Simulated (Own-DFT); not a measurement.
# Computed records: GaP (zincblende, strained, atoms displaced)

Computed with Own-DFT development build. A calculation, not a measurement: plane-wave PBE density functional theory by an unreviewed code, no spin, of a simulated periodic cell, stress positive in tension, free energy of the whole cell less one offset for each atom, forces on such cells passed a denser k mesh, this cell's mesh not checked; offsets are fitted by least squares, one for each functional and potential file, so energies compare only between cells with the same atoms and settings and are not formation energies; the far tail of each file's local potential was reset to the Coulomb form; each entry is a single point on an unrelaxed cell, so the pressure reflects the starting lattice, mostly measured values (interpolated for alloys), from which strain is counted, and rises with the displacements; printed positions are rounded, which can move forces by about a meV/angstrom; the program, named Own-DFT, is a retired in-house code; no spin-orbit coupling.

Common to all runs: functional PBE; potential files PseudoDojo norm-conserving, scalar-relativistic, standard set; wave cutoff 42 hartree; occupations Fermi-Dirac; smearing width 0.1 eV; hardware one NVIDIA H100; k mesh 3 x 3 x 3 centred on Gamma.

(1) GaP (zincblende, strained, atoms displaced)

```
GaP
1.0
     10.8620     0.0000     0.0000
      0.0000    10.8620     0.0000
      0.0000     0.0000    10.9361
Ga P Ga P Ga P Ga P Ga P Ga P Ga P Ga P
4 4 4 4 4 4 4 4 4 4 4 4 4 4 4 4
Direct
  0.99513 0.00103 0.00981
  0.00327 0.25151 0.24398
  0.24900 0.01324 0.26220
  0.24573 0.24894 0.99941
  0.12181 0.12293 0.13368
  0.12790 0.37516 0.37811
  0.37671 0.12252 0.37851
  0.36779 0.37651 0.12608
  0.01311 0.99403 0.49762
  0.98762 0.27143 0.74688
  0.24553 0.00409 0.75868
  0.25024 0.25354 0.50131
  0.12679 0.12201 0.63217
  0.11747 0.37479 0.88747
  0.37062 0.12957 0.88188
  0.37555 0.38040 0.62515
  0.01166 0.49534 0.98438
  0.00307 0.75184 0.25286
  0.25625 0.50306 0.26405
  0.25214 0.74461 0.00503
  0.12551 0.61988 0.13860
  0.12720 0.86810 0.35525
  0.38441 0.61517 0.37160
  0.38472 0.87446 0.12086
  0.01208 0.50824 0.49583
  0.00238 0.75690 0.75824
  0.24994 0.49346 0.72788
  0.25016 0.76188 0.50580
  0.12978 0.63457 0.62989
  0.12125 0.88555 0.86126
  0.37804 0.64128 0.87214
  0.39128 0.86432 0.61800
  0.49610 0.00122 0.00078
  0.49192 0.25657 0.24197
  0.74228 0.00557 0.25516
  0.74643 0.25673 0.99621
  0.62646 0.12097 0.12463
  0.61987 0.38315 0.36619
  0.88241 0.12639 0.38369
  0.88062 0.37071 0.12916
  0.50134 0.99176 0.48764
  0.50369 0.25081 0.73848
  0.74952 0.00130 0.75807
  0.75858 0.24666 0.49899
  0.62567 0.11744 0.62018
  0.61973 0.36837 0.87360
  0.88937 0.11210 0.86692
  0.87156 0.38053 0.62103
  0.48040 0.50270 0.99553
  0.50966 0.76357 0.24302
  0.75319 0.49426 0.26381
  0.75225 0.74721 0.01009
  0.62860 0.62500 0.12423
  0.62840 0.87208 0.37723
  0.86924 0.63152 0.37961
  0.87158 0.86760 0.12041
  0.49409 0.49534 0.51909
  0.49130 0.75205 0.75696
  0.75276 0.49716 0.74253
  0.74755 0.75174 0.50934
  0.61805 0.62535 0.61575
  0.61833 0.86038 0.86506
  0.87630 0.62554 0.87429
  0.86614 0.87195 0.62826
```

- free energy of cell above offsets: -28.710 eV
- pressure: 4.59 GPa
- stress xx: -5 GPa
- stress yy: -4.9 GPa
- stress zz: -3.87 GPa
- stress yz: -0.16 GPa
- stress xz: -0.59 GPa
- stress xy: -0.57 GPa
- wall time: 561.7 s

Force:
```csv
element,x (eV/Å),y (eV/Å),z (eV/Å)
Ga,0.605,-0.538,-0.45
Ga,-0.317,-0.141,1.416
Ga,0.351,-1.298,-1.489
Ga,-0.219,-0.103,0.881
P,0.662,-0.01,-0.996
P,-0.201,-0.204,-0.435
P,0.343,1.371,0.164
P,-0.703,0.229,-0.475
Ga,-0.732,-0.304,0.278
Ga,1.124,-1.985,0.746
Ga,1.862,0.247,-1.206
Ga,-0.111,-0.887,0.371
P,-0.285,1.266,-0.693
P,2.83,-2.03,-3.723
P,0.713,-0.11,-1.097
P,-0.209,-2.743,0.112
Ga,-2.805,2.971,3.429
Ga,-1.794,-1.223,-1.139
Ga,-0.642,-0.579,-0.913
Ga,-0.886,0.833,0.101
P,0.074,-0.127,-1.418
P,1.081,1.296,2.635
P,0.486,2.048,1.245
P,-1.859,0.658,0.709
Ga,-0.866,0.338,0.414
Ga,-1.095,-0.743,-0.928
Ga,-0.983,1.469,2.942
Ga,0.263,-1.199,-1.433
P,-0.685,-0.133,-0.515
P,0.164,-1,3.176
P,-2.121,-2.829,0.412
P,-1.518,1.947,0.465
Ga,0.897,-0.226,-0.783
Ga,1.02,-0.862,0.431
Ga,1.272,-0.372,0.116
Ga,1.03,-1.295,0.388
P,-0.503,0.956,-0.383
P,-0.677,-1.698,2.046
P,0.3,-0.566,-1.206
P,-0.714,1.142,-1
Ga,0.185,0.48,1.023
Ga,-0.251,-0.801,0.747
Ga,-0.61,-0.689,-0.443
Ga,-1.418,0.442,-0.192
P,0.035,0.399,-0.108
P,-0.159,1.396,-0.359
P,-1.121,2.07,0.611
P,0.479,0.484,-1.232
Ga,1.603,0.095,0.205
Ga,-0.15,-1.733,0.387
Ga,0.578,1.045,-1.741
Ga,-0.818,-0.597,-1.799
P,-0.517,-1.052,0.417
P,0.526,0.052,-0.387
P,0.932,-0.232,0.015
P,0.575,1.372,1.542
Ga,1.177,1.004,-3.087
Ga,1.373,-0.554,-2.153
Ga,-1.132,0.932,0.849
Ga,-0.073,-0.28,-0.628
P,0.515,0.086,2.034
P,1.687,2.116,1.997
P,-0.005,-0.255,0.09
P,1.437,0.653,0.02
```

(2) GaP (zincblende, strained, atoms displaced)

```
GaP
1.0
     10.8620     0.0000     0.0000
      0.0000    10.8620     0.0000
      0.0000     0.0000    10.9361
Ga P Ga P Ga P Ga P Ga P Ga P Ga P Ga P
4 4 4 4 4 4 4 4 4 4 4 4 4 4 4 4
Direct
  0.00131 0.00932 0.99960
  0.99520 0.24929 0.25021
  0.24762 0.98654 0.25405
  0.25829 0.24922 0.99032
  0.12361 0.13205 0.13068
  0.12510 0.37078 0.37288
  0.37881 0.13083 0.36952
  0.37122 0.37603 0.12827
  0.99330 0.99922 0.49961
  0.99709 0.26346 0.75019
  0.25476 0.01068 0.76037
  0.25219 0.24460 0.50876
  0.11995 0.14948 0.61833
  0.12894 0.37222 0.87894
  0.37877 0.11920 0.86678
  0.37261 0.37945 0.62305
  0.99553 0.50963 0.01233
  0.01086 0.74477 0.25088
  0.24280 0.50273 0.25351
  0.25475 0.76125 0.00335
  0.12116 0.62582 0.12419
  0.13147 0.85863 0.38315
  0.37428 0.63103 0.38001
  0.36495 0.87509 0.12762
  0.00235 0.51416 0.50114
  0.99464 0.76027 0.74378
  0.25093 0.50627 0.75631
  0.24320 0.75748 0.49354
  0.11672 0.61577 0.61696
  0.11760 0.87957 0.87773
  0.38102 0.62544 0.86321
  0.38394 0.87440 0.61457
  0.48997 0.00259 0.99913
  0.50763 0.26484 0.25480
  0.75678 0.00771 0.24920
  0.74676 0.24957 0.98205
  0.62657 0.13096 0.13066
  0.62908 0.37650 0.37966
  0.87316 0.12975 0.37330
  0.87436 0.37803 0.12091
  0.48768 0.00059 0.50950
  0.49011 0.26448 0.75198
  0.75663 0.00341 0.75177
  0.75258 0.24476 0.50001
  0.62944 0.12348 0.62695
  0.62994 0.37571 0.87892
  0.86854 0.12605 0.88474
  0.87644 0.38105 0.63282
  0.49455 0.50730 0.00137
  0.50076 0.75100 0.26013
  0.75633 0.49396 0.24909
  0.74194 0.73565 0.99188
  0.62063 0.62144 0.12617
  0.61885 0.87524 0.37155
  0.87579 0.62901 0.36108
  0.87957 0.87796 0.12439
  0.49502 0.50185 0.49374
  0.49471 0.74742 0.74496
  0.75913 0.49299 0.73817
  0.74713 0.74903 0.50228
  0.63091 0.62795 0.62984
  0.64328 0.86040 0.88346
  0.88228 0.62230 0.87423
  0.87787 0.86463 0.62440
```

- free energy of cell above offsets: -28.962 eV
- pressure: 4.66 GPa
- stress xx: -4.98 GPa
- stress yy: -4.75 GPa
- stress zz: -4.26 GPa
- stress yz: 0.45 GPa
- stress xz: -0.99 GPa
- stress xy: 0.12 GPa
- wall time: 567.8 s

Force:
```csv
element,x (eV/Å),y (eV/Å),z (eV/Å)
Ga,-0.07,-0.249,0.973
Ga,0.304,0.8,-0.255
Ga,-0.571,1.749,0.413
Ga,-0.307,-0.336,1.19
P,0.836,-0.852,-0.577
P,-0.271,0.432,0.89
P,-0.485,-0.633,0.616
P,0.237,0.354,-0.457
Ga,0.854,0.162,0.086
Ga,0.137,-0.898,1.05
Ga,-2.1,-1.694,-2.382
Ga,1.137,1.283,-2.219
P,-1.09,-3.151,1.663
P,-0.464,1.127,0.171
P,1.061,1.826,1.147
P,-0.238,0.44,0.01
Ga,0.377,-1.005,-1.228
Ga,-1.027,1.143,-0.472
Ga,0.384,-0.081,-0.089
Ga,-1.152,-1.551,-1.275
P,1.782,0.423,-0.173
P,-2.964,3.572,-2.28
P,-0.649,-0.531,-0.629
P,2.064,0.14,0.262
Ga,-1.89,-2.478,-2.41
Ga,1.618,-1.94,1.365
Ga,-0.966,-0.826,-0.918
Ga,2.489,-2.77,3.223
P,2.49,2.811,2.566
P,0.932,0.051,-0.649
P,-0.922,0.592,1.745
P,-2.66,-1.051,2.311
Ga,1.76,-0.779,0.805
Ga,-0.482,-0.884,-0.728
Ga,-0.746,-1.122,-0.335
Ga,-0.318,0.18,2.8
P,-0.431,0.033,-0.957
P,0.411,0.524,0.369
P,0.464,-0.563,0.383
P,-0.299,-1.179,-0.172
Ga,2.243,1.771,-2.204
Ga,1.516,-0.727,-0.126
Ga,-0.316,-0.877,0.058
Ga,-0.149,0.699,0.772
P,-0.908,0.233,0.29
P,-1.447,1.426,-1.244
P,1.776,-0.272,-2.024
P,0.904,-1.24,-3.059
Ga,0.232,-0.923,0.031
Ga,-0.268,-0.381,-1.39
Ga,-0.788,0.399,-0.147
Ga,2.195,-1.083,2.262
P,0.214,0.224,0.654
P,1.129,1.211,1.08
P,-0.344,-0.189,1.599
P,-0.125,-0.643,0.031
Ga,0.919,0.184,0.894
Ga,1.654,0.972,0.047
Ga,-1.818,1.766,2.373
Ga,-0.079,-0.013,-1.223
P,-0.696,-0.909,-0.602
P,-3.259,2.946,-2.305
P,-0.481,0.081,-0.605
P,-1.337,2.274,-0.994
```

(3) GaP (zincblende, strained, atoms displaced)

```
GaP
1.0
     10.8620     0.0000     0.0000
      0.0000    10.8620     0.0000
      0.0000     0.0000    10.9361
Ga P Ga P Ga P Ga P Ga P Ga P Ga P Ga P
4 4 4 4 4 4 4 4 4 4 4 4 4 4 4 4
Direct
  0.00925 0.00647 0.00341
  0.98895 0.25277 0.25436
  0.24269 0.99077 0.24285
  0.25763 0.24325 0.00539
  0.12930 0.13779 0.11704
  0.13584 0.36868 0.37321
  0.37079 0.11352 0.38606
  0.37019 0.37494 0.11637
  0.99324 0.00075 0.50547
  0.00404 0.24945 0.75136
  0.25180 0.00354 0.76066
  0.26035 0.24733 0.50386
  0.12838 0.12632 0.62691
  0.12185 0.36946 0.87932
  0.37570 0.11361 0.87421
  0.38051 0.37840 0.63040
  0.01017 0.51247 0.00533
  0.99847 0.75982 0.24294
  0.25279 0.49160 0.24772
  0.24124 0.75273 0.00433
  0.10714 0.61370 0.12537
  0.13198 0.87544 0.39553
  0.37767 0.62695 0.36587
  0.37371 0.88410 0.11902
  0.99916 0.49588 0.49872
  0.98876 0.74844 0.75440
  0.25832 0.50352 0.75668
  0.24352 0.74935 0.49826
  0.14083 0.61458 0.62533
  0.11937 0.87868 0.88297
  0.36885 0.61839 0.88454
  0.38194 0.87321 0.62543
  0.50559 0.01233 0.99875
  0.49629 0.24735 0.25035
  0.74137 0.99580 0.24733
  0.74588 0.24472 0.99627
  0.62565 0.12224 0.12500
  0.63730 0.38143 0.38305
  0.86765 0.12142 0.37587
  0.86742 0.36715 0.13340
  0.48309 0.99461 0.50833
  0.48233 0.23551 0.75296
  0.74464 0.99745 0.74652
  0.75854 0.24917 0.49384
  0.63839 0.13384 0.62095
  0.62068 0.36361 0.87544
  0.86600 0.12643 0.86796
  0.88343 0.36191 0.62497
  0.49783 0.50713 0.99850
  0.48596 0.74732 0.23902
  0.75051 0.50448 0.23571
  0.74582 0.75275 0.00100
  0.62523 0.62649 0.12779
  0.62493 0.86556 0.37117
  0.86115 0.62857 0.36911
  0.87732 0.87388 0.12311
  0.50357 0.50048 0.50477
  0.49523 0.74123 0.75061
  0.75528 0.48393 0.75093
  0.74994 0.75946 0.49111
  0.61595 0.62559 0.62581
  0.62135 0.87653 0.86794
  0.88736 0.62060 0.86041
  0.87519 0.89113 0.62268
```

- free energy of cell above offsets: -29.315 eV
- pressure: 4.45 GPa
- stress xx: -4.33 GPa
- stress yy: -4.73 GPa
- stress zz: -4.3 GPa
- stress yz: 0.71 GPa
- stress xz: -0.45 GPa
- stress xy: -0.19 GPa
- wall time: 539.5 s

Force:
```csv
element,x (eV/Å),y (eV/Å),z (eV/Å)
Ga,-1.538,0.465,-0.276
Ga,1.305,-0.497,0.387
Ga,-0.229,1.053,1.044
Ga,0.011,0.787,-1.943
P,-1.273,-1.388,2.195
P,-1.112,-0.07,0.413
P,-0.105,0.758,-2.067
P,1.368,0.086,0.821
Ga,1.386,1.229,-0.863
Ga,0.006,-0.586,0.354
Ga,-1.087,-1.53,-1.588
Ga,-0.548,0.449,0.317
P,0.048,-0.231,0.159
P,0.945,0.612,0.259
P,-0.35,1.04,1.319
P,-0.437,-0.445,-0.156
Ga,-3.108,-3.681,-3.245
Ga,0.331,-0.931,1.824
Ga,-0.394,0.752,0.001
Ga,-0.003,-0.546,0.186
P,3.877,3.291,3.333
P,-2.012,1.05,-2.843
P,-0.896,-0.838,0.986
P,0.117,-0.719,-0.337
Ga,0.28,0.32,-0.347
Ga,2.223,1.781,-2.103
Ga,-0.875,-1.553,-0.076
Ga,2.052,-1.315,1.04
P,-1.857,1.016,-0.049
P,0.307,-0.681,-1.22
P,0.122,1.889,-0.184
P,-2.172,-1.242,1.581
Ga,0.154,-1.513,-0.186
Ga,0.22,0.326,0.843
Ga,0.568,-0.437,0.366
Ga,0.372,0.276,0.438
P,-0.098,0.751,0.386
P,-1.129,-0.163,-1.287
P,0.911,-0.761,-0.879
P,0.386,0.841,-1.955
Ga,3.342,0.859,-0.896
Ga,2.217,1.128,-1.18
Ga,-0.076,0.713,0.035
Ga,-0.357,0.585,0.524
P,-2.26,-0.989,0.388
P,-0.624,0.846,-0.068
P,1.175,-0.572,0.687
P,-0.362,1.07,-0.512
Ga,1.152,-1.207,0.317
Ga,1.197,0.763,0.292
Ga,-0.211,-0.608,1.524
Ga,0.507,-0.319,-0.936
P,-0.788,0.368,-1.169
P,-1.884,1.231,-0.482
P,1.867,-0.226,0.264
P,-0.45,1.28,-0.538
Ga,-0.214,-0.129,-0.874
Ga,-0.173,0.3,0.566
Ga,-0.606,0.494,-0.466
Ga,0.144,-0.741,1.532
P,2.048,0.02,0.256
P,-0.178,-0.456,0.803
P,-2.499,-1.369,2.452
P,-0.732,-2.688,0.831
```

(4) GaP (zincblende, strained, atoms displaced)

```
GaP
1.0
     10.8620     0.0000     0.0000
      0.0000    10.8620     0.0000
      0.0000     0.0000    10.9361
Ga P Ga P Ga P Ga P Ga P Ga P Ga P Ga P
4 4 4 4 4 4 4 4 4 4 4 4 4 4 4 4
Direct
  0.99338 0.98989 0.00418
  0.00447 0.23131 0.24589
  0.24054 0.98702 0.24201
  0.23169 0.24423 0.99746
  0.12043 0.12342 0.10937
  0.12513 0.37796 0.38007
  0.37085 0.12266 0.38229
  0.37326 0.37024 0.13633
  0.99921 0.99403 0.49957
  0.99018 0.24565 0.74752
  0.25614 0.99984 0.74410
  0.26223 0.25119 0.50139
  0.13333 0.12692 0.61844
  0.13604 0.37117 0.87333
  0.36018 0.12537 0.87859
  0.37256 0.38007 0.61946
  0.99861 0.52125 0.99920
  0.00580 0.75585 0.25651
  0.26358 0.50168 0.24484
  0.23771 0.75563 0.00666
  0.13357 0.62219 0.12644
  0.13067 0.88366 0.38345
  0.38192 0.61444 0.38982
  0.38640 0.87196 0.12927
  0.99129 0.49066 0.49650
  0.00294 0.73735 0.74923
  0.24690 0.51648 0.74282
  0.25951 0.76255 0.50602
  0.13467 0.62939 0.61416
  0.12402 0.87557 0.85924
  0.38369 0.62407 0.87949
  0.38177 0.87418 0.62165
  0.50522 0.00271 0.00106
  0.50277 0.25070 0.25915
  0.74276 0.00015 0.24969
  0.75109 0.25616 0.98988
  0.61753 0.11321 0.13444
  0.62978 0.37127 0.36986
  0.86834 0.12454 0.37112
  0.85944 0.38347 0.13060
  0.49268 0.98681 0.50534
  0.49706 0.24259 0.75712
  0.75907 0.99766 0.75225
  0.75480 0.23561 0.49237
  0.61465 0.12252 0.61964
  0.62967 0.38053 0.86641
  0.88667 0.13267 0.88724
  0.86849 0.37808 0.62178
  0.49859 0.49878 0.98863
  0.51663 0.75274 0.26136
  0.74963 0.49890 0.24597
  0.73774 0.75145 0.99025
  0.62717 0.62117 0.12277
  0.62500 0.86905 0.37293
  0.87908 0.62121 0.37531
  0.88569 0.87642 0.13136
  0.49769 0.50356 0.48818
  0.50906 0.74500 0.74948
  0.75137 0.49594 0.74367
  0.75142 0.74451 0.49697
  0.62736 0.62557 0.63172
  0.62160 0.86421 0.87280
  0.86790 0.61837 0.87122
  0.87541 0.87117 0.62863
```

* free energy of cell above offsets: -28.989 eV
* pressure: 4.55 GPa
* stress xx: -4.56 GPa
* stress yy: -4.76 GPa
* stress zz: -4.31 GPa
* stress yz: 0.42 GPa
* stress xz: 0.06 GPa
* stress xy: 0.6 GPa
* wall time: 570.9 s

Force:
```csv
element,x (eV/Å),y (eV/Å),z (eV/Å)
Ga,1.178,0.408,-1.4
Ga,-0.495,2.196,0.357
Ga,1.288,1.527,-0.247
Ga,2.155,1.253,0.427
P,-0.271,-1.768,1.806
P,0.451,-0.999,-1.261
P,0.473,-0.902,-1.29
P,0.694,-0.846,-2.171
Ga,-0.448,1.098,0.681
Ga,1.675,0.744,-0.453
Ga,-0.473,0.112,-0.255
Ga,-1.181,0.514,-0.212
P,-1.187,-0.198,0.433
P,-2.05,1.897,-1.066
P,1.642,-0.472,0.215
P,0.995,0.195,1.22
Ga,0.186,-2.376,0.36
Ga,0.527,-0.848,0.223
Ga,-1.009,0.119,1.516
Ga,1.554,0.398,-0.901
P,-0.857,0.67,0.766
P,-0.281,-1.33,-0.589
P,-2.363,3.715,-3.102
P,-0.939,-0.283,-0.165
Ga,1.116,0.695,0.203
Ga,-0.219,0.211,-0.45
Ga,1.166,-1.457,0.922
Ga,-0.437,-1.291,-1.128
P,-1.765,-0.057,-0.149
P,-0.17,-0.172,1.407
P,-1.829,1.278,-0.929
P,-0.248,-0.854,2.594
Ga,-1.042,-0.563,-0.654
Ga,-0.75,-0.834,-0.227
Ga,0.921,-0.773,0.232
Ga,-0.541,-0.026,1.46
P,0.532,2.049,-1.223
P,0.246,0.594,1.031
P,1.472,-1.599,-0.399
P,2.885,-1.803,-1.734
Ga,1.346,1.752,-1.854
Ga,-0.416,0.933,-0.731
Ga,-0.802,0.734,0.266
Ga,-1.465,1.639,1.277
P,1.161,-0.412,0.676
P,-0.922,-1.146,0.375
P,-1.287,-1.253,-0.789
P,0.274,-1.559,-0.108
Ga,0.457,-0.963,1.751
Ga,-2.191,-2.301,-1.779
Ga,-0.801,1.079,1.252
Ga,1.728,-0.96,1.631
P,-0.533,0.428,-0.02
P,1.436,1.657,1.956
P,-0.429,0.458,-0.474
P,-2.136,-0.924,-0.001
Ga,2.784,-2.772,2.868
Ga,-1.415,-0.121,-0.029
Ga,-0.221,0.447,0.037
Ga,0.071,0.162,0.489
P,0.137,-0.64,-1.703
P,0.054,2.741,-0.321
P,0.225,1.134,-0.108
P,0.343,-0.341,-0.514
```
